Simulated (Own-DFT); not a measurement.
GaP (zincblende, atoms displaced) (calculated)

Computed with Own-DFT development build. A calculation, not a measurement: plane-wave PBE density functional theory by an unreviewed code, no spin, of a simulated periodic cell, stress positive in tension, free energy of the whole cell less one offset for each atom, forces on such cells passed a denser k mesh, this cell's mesh not checked; offsets are fitted by least squares, one for each functional and potential file, so energies compare only between cells with the same atoms and settings and are not formation energies; the far tail of each file's local potential was reset to the Coulomb form; each entry is a single point on an unrelaxed cell, so the pressure reflects the starting lattice, mostly measured values (interpolated for alloys), from which strain is counted, and rises with the displacements; printed positions are rounded, which can move forces by about a meV/angstrom; the program, named Own-DFT, is a retired in-house code; no spin-orbit coupling.

Common to all runs: functional PBE; potential files PseudoDojo norm-conserving, scalar-relativistic, standard set; wave cutoff 42 hartree; occupations Fermi-Dirac; smearing width 0.1 eV; hardware one NVIDIA H200; k mesh 2 x 3 x 3 centred on Gamma.

(1) GaP (zincblende, atoms displaced)

```
GaP
1.0
     16.3515     0.0000     0.0000
      0.0000    10.9010     0.0000
      0.0000     0.0000    10.9010
Ga P Ga P Ga P Ga P Ga P Ga P Ga P Ga P Ga P Ga P Ga P Ga P
4 4 4 4 4 4 4 4 4 4 4 4 4 4 4 4 4 4 4 4 4 4 4 4
Direct
  0.99448 0.01256 0.99952
  0.99522 0.25282 0.25335
  0.16354 0.97868 0.23674
  0.16704 0.25786 0.00702
  0.08577 0.13539 0.12822
  0.07007 0.37685 0.37022
  0.24888 0.11974 0.37195
  0.25040 0.38286 0.12808
  0.00089 0.98347 0.49256
  0.01546 0.25140 0.75008
  0.17516 0.00309 0.75677
  0.15879 0.26578 0.48937
  0.08248 0.11422 0.62292
  0.07949 0.37823 0.86956
  0.24466 0.11907 0.86219
  0.24193 0.37639 0.63050
  0.00990 0.50405 0.01626
  0.98539 0.73924 0.24008
  0.16057 0.49801 0.25505
  0.16709 0.75033 0.00152
  0.07207 0.61826 0.13743
  0.08906 0.88686 0.36594
  0.25197 0.61637 0.38395
  0.24970 0.87967 0.13148
  0.99011 0.51529 0.49007
  0.99881 0.74214 0.73491
  0.16835 0.52048 0.75879
  0.16806 0.73631 0.49848
  0.07771 0.63679 0.61982
  0.08896 0.87088 0.86883
  0.25156 0.62350 0.85899
  0.24494 0.87447 0.62065
  0.33339 0.99835 0.00149
  0.32525 0.24209 0.25112
  0.50512 0.01349 0.24466
  0.50805 0.25023 0.99312
  0.41756 0.11444 0.13389
  0.41428 0.37799 0.39246
  0.58111 0.14256 0.37767
  0.58587 0.38725 0.11994
  0.32755 0.98221 0.50997
  0.32885 0.25898 0.74052
  0.51425 0.00362 0.77015
  0.49651 0.25145 0.51239
  0.41794 0.11829 0.62700
  0.41659 0.38381 0.87001
  0.60096 0.13386 0.85860
  0.58557 0.38420 0.62766
  0.32473 0.49028 0.99945
  0.33219 0.74667 0.24378
  0.49952 0.50440 0.23902
  0.49966 0.75848 0.00406
  0.40877 0.62168 0.12288
  0.40731 0.86669 0.38853
  0.59039 0.60295 0.37251
  0.59115 0.85924 0.12664
  0.33689 0.50473 0.51334
  0.33256 0.75245 0.75257
  0.50474 0.50641 0.72935
  0.50962 0.75989 0.49724
  0.41043 0.63152 0.63719
  0.42172 0.87129 0.87203
  0.57500 0.62940 0.85881
  0.58988 0.88799 0.61913
  0.67187 0.99799 0.99259
  0.67082 0.25554 0.23839
  0.83650 0.00297 0.24554
  0.83295 0.24681 0.99223
  0.74456 0.10899 0.13290
  0.74354 0.36321 0.38437
  0.91472 0.13063 0.36423
  0.91757 0.38634 0.10492
  0.66473 0.99596 0.50211
  0.67010 0.24613 0.74823
  0.84259 0.00104 0.75116
  0.82969 0.23502 0.49476
  0.74279 0.10993 0.63941
  0.76011 0.38943 0.88444
  0.91899 0.12736 0.87664
  0.92073 0.37029 0.62091
  0.67034 0.50084 0.98962
  0.67220 0.75394 0.24232
  0.83531 0.49551 0.22720
  0.83450 0.75204 0.00338
  0.74714 0.62579 0.12259
  0.74994 0.86978 0.35422
  0.91995 0.61715 0.38468
  0.91456 0.88452 0.12388
  0.66203 0.49383 0.49662
  0.65557 0.74681 0.74101
  0.83949 0.51320 0.74258
  0.83402 0.76067 0.49328
  0.74835 0.62997 0.63050
  0.74913 0.85710 0.89063
  0.91506 0.61732 0.86599
  0.91011 0.86046 0.62297
```

It finds free energy of cell above offsets -38.172 eV; pressure 4.95 GPa; stress xx -5.23 GPa; stress yy -4.69 GPa; stress zz -4.92 GPa; stress yz -0.46 GPa; stress xz -0.32 GPa; stress xy 0.07 GPa; wall time 935.5 s.

Force:
```csv
element,x (eV/Å),y (eV/Å),z (eV/Å)
Ga,2.067,-1.083,0.42
Ga,-0.091,0.308,-1.868
Ga,-0.12,3.994,0.44
Ga,-0.024,-0.247,-1.305
P,-0.658,-1.015,0.029
P,0.884,1.008,0.68
P,-1.092,-0.456,0.644
P,-0.957,-1.08,0.75
Ga,-0.77,1.149,0.582
Ga,-1.981,-0.994,-1.251
Ga,-2.8,-2.289,-2.455
Ga,0.546,-1.588,0.601
P,0.522,0.38,-0.348
P,1.932,1.59,1.843
P,2.859,3.055,3.415
P,-0.312,1.068,-0.859
Ga,-1.561,-1.224,-3.946
Ga,0.568,1.543,1.342
Ga,0.447,0.04,0.55
Ga,-0.129,-0.451,0.016
P,3.298,2.225,0.358
P,-1.669,-3.464,1.245
P,-0.281,0.06,-1.363
P,1.361,-1.998,-2.117
Ga,3.851,-4.111,4.068
Ga,-0.811,1.225,2.545
Ga,-2.783,-2.59,-2.449
Ga,-0.29,1.544,-0.568
P,1.342,-2.417,-0.847
P,-1.486,0.421,0.325
P,1.23,1.576,3.855
P,-0.626,-1.356,1.638
Ga,0.09,0.271,-0.821
Ga,1.333,0.757,0.49
Ga,0.783,-2.078,1.78
Ga,-0.784,0.069,0.062
P,-0.716,1.946,-2.009
P,0.209,-0.248,-1.904
P,0.708,-0.985,-0.29
P,0.017,-1.031,-0.451
Ga,1.016,2.391,-0.905
Ga,0.944,-1.077,0.723
Ga,-1.65,-0.247,-1.841
Ga,0.141,0.227,-0.227
P,-0.3,-0.263,0.912
P,0.307,-0.867,-0.081
P,-2.634,-1.85,4.176
P,0.333,-2.326,-0.208
Ga,1.371,1.144,-1.249
Ga,-0.195,0.043,1.485
Ga,-0.787,-0.536,1.281
Ga,-0.202,-1.504,-0.087
P,0.76,0.221,-0.83
P,1.696,0.052,-1.827
P,-1.449,3.348,-1.252
P,-1.866,2.761,-0.906
Ga,-0.736,-0.628,0.095
Ga,-0.187,1.23,-0.452
Ga,-1.756,0.147,1.543
Ga,-0.88,-1.252,-0.145
P,1.714,0.133,-1.578
P,-0.501,1.024,0.569
P,0.505,-0.311,2.061
P,-1.978,-1.557,1.59
Ga,-0.386,-0.477,0.304
Ga,-0.823,-0.096,0.702
Ga,-0.426,-0.121,0.622
Ga,-0.433,-0.219,1.088
P,0.63,1.778,-1.204
P,1.364,0.718,-1.208
P,0.108,-1.512,1.253
P,-0.191,-2.435,1.242
Ga,1.324,1.553,-2.61
Ga,2.12,4.071,-1.451
Ga,-1.203,-0.96,0.566
Ga,-0.158,0.493,1.3
P,1.928,0.294,-1.511
P,-0.507,-1.348,-2.111
P,-0.009,0.861,-1.319
P,-0.514,0.063,0.005
Ga,-1.162,1.121,-0.009
Ga,-0.56,-2.566,0.964
Ga,-0.859,0.182,2.183
Ga,0.892,-1.245,0.161
P,0.756,-0.26,-0.335
P,0.934,1.597,2.497
P,-4.869,3.708,-4.408
P,0.531,-0.999,-0.537
Ga,2.074,-0.061,1.276
Ga,1.543,0.57,0.525
Ga,-0.977,-1.989,-1.008
Ga,-1.645,-1.802,-0.778
P,-0.159,-0.214,-1.596
P,-0.498,1.426,-2.778
P,2.046,1.873,2.267
P,1.356,2.171,0.237
```

(2) GaP (zincblende, atoms displaced)

```
GaP
1.0
     16.3515     0.0000     0.0000
      0.0000    10.9010     0.0000
      0.0000     0.0000    10.9010
Ga P Ga P Ga P Ga P Ga P Ga P Ga P Ga P Ga P Ga P Ga P Ga P
4 4 4 4 4 4 4 4 4 4 4 4 4 4 4 4 4 4 4 4 4 4 4 4
Direct
  0.99931 0.98044 0.00483
  0.98904 0.25058 0.24340
  0.15785 0.98350 0.22727
  0.16164 0.26497 0.00450
  0.07711 0.12614 0.13194
  0.08648 0.36440 0.37594
  0.25097 0.10907 0.36817
  0.25190 0.38384 0.12661
  0.99187 0.00050 0.49599
  0.99935 0.24247 0.74288
  0.16831 0.99150 0.74442
  0.16505 0.23977 0.49771
  0.07642 0.11416 0.63460
  0.09523 0.36699 0.88515
  0.24810 0.11775 0.88548
  0.25510 0.37400 0.62550
  0.00075 0.48577 0.99638
  0.99647 0.75000 0.25662
  0.16156 0.48952 0.25069
  0.15262 0.76172 0.00096
  0.08445 0.62188 0.11805
  0.08857 0.88183 0.37453
  0.25588 0.63235 0.37516
  0.25533 0.87602 0.11115
  0.00098 0.51512 0.50168
  0.00608 0.75457 0.75194
  0.16907 0.48469 0.76121
  0.16505 0.74334 0.50251
  0.08159 0.63862 0.63619
  0.07588 0.88141 0.86727
  0.25146 0.62786 0.86674
  0.25308 0.86696 0.63415
  0.32929 0.99284 0.00118
  0.33935 0.25419 0.26021
  0.50683 0.99803 0.24755
  0.49040 0.24853 0.00542
  0.42041 0.12606 0.12363
  0.41870 0.38228 0.37386
  0.57808 0.11652 0.38452
  0.58341 0.36726 0.13306
  0.33577 0.99370 0.50163
  0.33791 0.24894 0.75879
  0.50076 0.99619 0.75097
  0.50764 0.25712 0.48861
  0.41404 0.12479 0.63054
  0.41092 0.38111 0.91071
  0.59165 0.11653 0.87810
  0.57523 0.38207 0.62856
  0.33555 0.52175 0.00670
  0.33713 0.73418 0.26123
  0.50279 0.48623 0.23354
  0.50487 0.75376 0.00816
  0.41871 0.63430 0.12284
  0.41422 0.87407 0.37259
  0.58576 0.61534 0.37403
  0.57914 0.86713 0.13255
  0.32840 0.49001 0.50231
  0.33610 0.73237 0.75264
  0.50397 0.49216 0.74786
  0.48998 0.75889 0.50305
  0.40686 0.61502 0.61994
  0.41804 0.87288 0.86172
  0.57210 0.63383 0.87884
  0.57981 0.87151 0.63606
  0.66434 0.98989 0.01202
  0.66715 0.25410 0.26783
  0.83153 0.99066 0.25807
  0.82847 0.24487 0.00624
  0.75062 0.13851 0.12965
  0.76523 0.36928 0.37842
  0.92049 0.12262 0.38726
  0.91755 0.38066 0.12883
  0.66727 0.99071 0.50313
  0.66322 0.24279 0.74776
  0.83342 0.99950 0.75815
  0.83227 0.23961 0.49152
  0.75015 0.13360 0.63473
  0.74514 0.37892 0.88705
  0.91716 0.12936 0.87183
  0.92280 0.37437 0.63324
  0.67350 0.50039 0.01780
  0.66872 0.77309 0.25267
  0.82140 0.50947 0.23413
  0.82654 0.74702 0.00876
  0.74016 0.62518 0.12809
  0.75075 0.87679 0.38138
  0.90543 0.61768 0.37570
  0.91417 0.88290 0.11063
  0.66550 0.51018 0.50922
  0.67446 0.74539 0.74179
  0.83683 0.49393 0.75041
  0.83250 0.75143 0.50169
  0.76284 0.60591 0.61572
  0.75507 0.87964 0.87990
  0.91917 0.62166 0.89207
  0.90562 0.88440 0.59977
```

Results for GaP (zincblende, atoms displaced): free energy of cell above offsets -40.281 eV; pressure 4.48 GPa; stress xx -4.38 GPa; stress yy -4.55 GPa; stress zz -4.52 GPa; stress yz 0.62 GPa; stress xz 0.78 GPa; stress xy 0.45 GPa; wall time 923.8 s.

Force:
```csv
element,x (eV/Å),y (eV/Å),z (eV/Å)
Ga,0.984,3.603,-1.395
Ga,0.969,-0.49,1.55
Ga,1.573,1.009,0.614
Ga,3.049,-3.591,2.902
P,-0.018,0.02,-1.332
P,-1.565,0.892,0.184
P,-0.372,0.625,-0.008
P,0.511,-0.508,0.285
Ga,2.768,-0.704,0.575
Ga,0.401,0.755,1.384
Ga,0.292,0.844,0.762
Ga,0.778,-0.704,0.586
P,1.213,-0.199,-1.516
P,-4.207,1.502,-3.091
P,-0.665,1.125,-0.85
P,-1.551,-1.554,0.662
Ga,0.736,0.631,0.204
Ga,0.135,-0.126,-0.502
Ga,0.858,1.159,-0.017
Ga,1.74,-0.584,-0.678
P,-0.916,-0.183,1.147
P,-1.266,-1.123,0.578
P,-2.523,-2.409,1.155
P,-1.799,-2.441,2.165
Ga,0.121,-1.186,0.151
Ga,-3.077,-0.027,0.116
Ga,0.743,1.457,-1.185
Ga,0.808,1.028,-0.106
P,1.092,-2.407,-1.04
P,1.349,0.295,0.501
P,-1.652,-0.501,1.859
P,0.038,-0.217,-1.009
Ga,2.279,1.402,-1.531
Ga,-1.046,-0.802,-0.778
Ga,-1.779,0.619,0.387
Ga,2.644,-0.265,-0.532
P,-1.198,-1.584,1.254
P,0.267,-0.096,0.206
P,1.776,-0.042,-0.612
P,1.3,-0.999,-1.397
Ga,-0.781,0.399,0.437
Ga,-0.579,0.153,0.921
Ga,0.067,1.35,0.299
Ga,-1.83,-0.028,1.273
P,1.22,0.293,-0.814
P,0.548,-0.148,-3.504
P,-1.826,0.349,0.315
P,2.667,-1.904,-1.243
Ga,-1.789,-0.271,-0.078
Ga,0.546,2.028,-1.716
Ga,-1.025,2.106,1.52
Ga,-1.874,0.359,-1.418
P,0.785,-0.391,1.116
P,0.536,0.589,-0.555
P,-0.67,1.571,-0.445
P,1.011,1.103,-0.378
Ga,0.426,0.972,-1.207
Ga,0.358,1.45,-0.57
Ga,-2.771,1.844,2.26
Ga,1.045,-1.549,0.267
P,1.979,0.105,0.27
P,-0.414,-0.439,1.981
P,2.658,-1.443,-0.761
P,0.959,-0.593,-1.504
Ga,0.814,0.948,-0.221
Ga,0.062,-0.379,-0.061
Ga,0.862,1.769,-0.98
Ga,1.386,1.154,-1.26
P,-1.225,-2.44,1.448
P,-2.553,1.643,-0.686
P,-1.26,0.778,-2.773
P,-1.395,0.03,-0.776
Ga,-0.654,1.063,1.291
Ga,-0.39,1.562,0.803
Ga,0.471,0.685,-0.98
Ga,0.905,0.061,2.254
P,0.3,-1.367,-1.303
P,0.561,-0.567,-1.291
P,0.006,-0.619,1.18
P,-0.461,0.169,-1.487
Ga,-3.072,-1.139,-2.112
Ga,-0.45,-2.516,0.878
Ga,1.859,-1.52,1.586
Ga,0.801,-0.246,-0.649
P,0.505,3.098,0.797
P,-0.037,-0.334,-0.021
P,0.92,0.769,-0.676
P,-1.828,-2.227,3.249
Ga,-0.055,-1.455,-0.835
Ga,-0.26,-0.395,0.847
Ga,0.435,-0.27,1.722
Ga,-0.533,-1.396,-0.89
P,-0.998,1.932,1.107
P,-1.184,-1.153,-0.035
P,-0.515,0.503,-1.679
P,0.948,-0.273,3.437
```
